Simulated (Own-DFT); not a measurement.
# Biaxial strain at fixed height in wurtzite AlN, 72 atoms (Al36N36)

Everything here is calculated. The program is Own-DFT (plane waves, in-house, since retired, never reviewed by a person); positions were held fixed, and spin and spin-orbit coupling were off.

All runs used: PBE; PseudoDojo norm-conserving scalar-relativistic files; cutoff 42 hartree; 4 x 4 x 3 k mesh centred on Gamma; Gaussian smearing of 0.01 eV.

Limits: k mesh not checked against a denser one; stress not checked against mesh or cutoff.

Unstrained cell vectors in Å: (9.336, 0.000, 0.000); (-4.668, 8.085, 0.000); (0.000, 0.000, 9.964). The unstrained cell has measured lattice constants (interpolated for alloys), not those of this functional. That, the random moves and any unrelaxed bonds set the pressure at no strain. Each run strains x and y alike by e, as a substrate would, and holds the height along z. All atoms carry random offsets, Gaussian with a width of 0.05 Å per axis. Stress is positive in tension.

```
e (%)  u (Å)  (s_xx + s_yy)/2 (GPa)  s_zz (GPa)
-2.75  0.050                 -23.72      -10.53
-2.25  0.051                 -21.71       -7.62
-2.00  0.050                 -18.37       -9.50
-1.75  0.049                 -15.63       -9.21
-1.50  0.051                      ?           ?
-0.25  0.048                  -7.57       -3.68
 1.50  0.050                   2.59       -3.81
 1.75  0.053                   3.85       -3.50
 2.00  0.051                   4.36       -1.56
 2.75  0.049                   7.38        0.17
```

## Analysis

With e as a fraction, the in-plane stress is -5.5 + 577 e - 3706 e² GPa (errors 13 and 1184, scatter 0.81), and s_zz is -5.3 + 170 e GPa (slope ± 21, scatter 1.28). At e = 0 the first slope is C11 + C12 and the second 2 C13, both with the ions held to the strained lattice and at the cell's own pressure. The term in e² is negative: the layer stiffens under compression and softens under tension. A free layer would change its height as e changes, and the in-plane slope would drop by 2 C13²/C33 to the biaxial modulus. At fixed height, a misfit of 1 % moves the in-plane stress by about 5.8 GPa and s_zz by 1.7 GPa.

## Check

Asked: what are the two stresses at e = -1.50 %?

The fitted form gives -15.0 and -7.8 GPa. The run itself gave -14.71 and -8.20 GPa.
